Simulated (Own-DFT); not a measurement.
# Misfit strain and the stress it brings: wurtzite AlGaN with randomly placed atoms, 128 atoms (Al48Ga16N64)

No measurement is shown. These are fixed-geometry runs of a retired plane-wave code named Own-DFT, which no person has reviewed; spin and spin-orbit coupling are neglected.

All runs used: PBE; PseudoDojo norm-conserving scalar-relativistic files (stringent for Ga); cutoff 96 hartree; 3 x 3 x 3 k mesh centred on Gamma; Gaussian smearing of 0.01 eV.

Known weak points: k mesh not checked against a denser one; stress not checked against mesh or cutoff.

Unstrained cell vectors in Å: (12.525, 0.000, 0.000); (-6.263, 10.847, 0.000); (0.000, 0.000, 10.066). The unstrained cell has measured lattice constants (interpolated for alloys), not those of this functional. That, the random moves and any unrelaxed bonds set the pressure at no strain. Each run strains x and y alike by e, as a substrate would, and holds the height along z. Random moves of width 0.05 Å per axis were added to every atom. The random placing of the alloy's atoms differs from row to row. Stress is positive in tension.

```
e (%),u (Å),(s_xx + s_yy)/2 (GPa),s_zz (GPa)
-2.75,0.050,-24.52,-10.39
-2.00,0.049,-18.57,-9.74
-1.25,0.049,-14.29,-7.36
-1.00,0.047,-12.63,-7.55
0.25,0.052,-4.94,-6.46
0.75,0.049,-1.28,-7.37
1.25,0.056,-0.54,-4.79
2.00,0.049,?,?
2.50,0.049,6.31,-2.90
3.00,0.050,8.36,-1.34
```

## Worked fit

With e as a fraction, the in-plane stress is -6.4 + 575 e - 2843 e² GPa (errors 11 and 638, scatter 0.59), and s_zz is -6.6 + 144 e GPa (slope ± 16, scatter 0.91). At e = 0 the first slope is C11 + C12 and the second 2 C13, both with the ions held to the strained lattice and at the cell's own pressure. The term in e² is negative: the layer stiffens under compression and softens under tension. A free layer would change its height as e changes, and the in-plane slope would drop by 2 C13²/C33 to the biaxial modulus. At fixed height, a misfit of 1 % moves the in-plane stress by about 5.8 GPa and s_zz by 1.4 GPa.

## The run left out

Question: what are the two stresses at e = 2.00 %?

The fitted form gives 4.0 and -3.7 GPa. The hidden result is 4.42 and -3.77 GPa.
